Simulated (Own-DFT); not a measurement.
# What a defect does to the pressure of its cell: zincblende GaAs

Source: density functional calculations with Own-DFT, an unreviewed in-house program that is no longer used. Nothing was measured or relaxed, and spin and spin-orbit coupling are left out.

All runs used: PBE; PseudoDojo norm-conserving scalar-relativistic files; cutoff 42 hartree; 3 x 3 x 3 k mesh centred on Gamma; Fermi-Dirac smearing of 0.1 eV.

Keep in mind (not all hold for every row): not probed for a lower state with spin; forces not confirmed at this smearing and k mesh; stress not checked against mesh or cutoff.

All runs share one cell, with vectors in Å (11.737, 0.000, 0.000); (0.000, 11.737, 0.000); (0.000, 0.000, 10.833) and a volume of 1492.4 Å³, strained against the parent crystal. u is the rms random offset of the atoms per axis. The defect's site can differ from row to row.

```
cell,formula,u (Å),P (GPa)
no defect,As32Ga32,0.0285,1.24
no defect,As32Ga32,0.0489,1.52
no defect,As32Ga32,0.0492,1.60
one As vacancy and one Ga vacancy,As31Ga31,0.0343,1.00
one As vacancy and one Ga vacancy,As31Ga31,0.0494,1.15
one As vacancy and one Ga vacancy,As31Ga31,0.0520,1.44
one In on a Ga site,As32Ga31In,0.0488,2.15
one In on a Ga site,As32Ga31In,0.0500,2.12
one In on a Ga site,As32Ga31In,0.0512,2.09
one Al on a Ga site,AlAs32Ga31,0.0282,1.22
one Al on a Ga site,AlAs32Ga31,0.0295,1.24
one Al on a Ga site,AlAs32Ga31,0.0479,1.53
one P on an As site,As31Ga32P,0.0281,0.96
one P on an As site,As31Ga32P,0.0285,0.97
one P on an As site,As31Ga32P,0.0299,1.02
one P on an As site,As31Ga32P,0.0306,?
```

## Analysis

P = P0 + c u² + a shift for each defect gives P0 = 1.06 GPa, c = 209 ± 31 GPa/Å² and a scatter of 0.06 GPa. The shifts, and each times the cell's volume:

- one In on a Ga site: 0.54 ± 0.06 GPa, 5.0 eV
- one Al on a Ga site: -0.01 ± 0.06 GPa, -0.1 eV (not resolved)
- one P on an As site: -0.25 ± 0.06 GPa, -2.3 eV
- one As vacancy and one Ga vacancy: -0.30 ± 0.05 GPa, -2.8 eV

A positive shift means that the defect pushes the cell outwards. Shift times volume (160.2 GPa Å³ is 1 eV) depends little on the cell's size, so, taken for each site, it can be compared between cells at like pressure. The atoms around the defects weren't relaxed, which would change these numbers.

## Withheld run

Question: what pressure belongs in the blank (one P on an As site, u = 0.0306 Å)?

The fitted form gives 1.00 ± 0.08 GPa. The run itself gave 1.01 GPa.
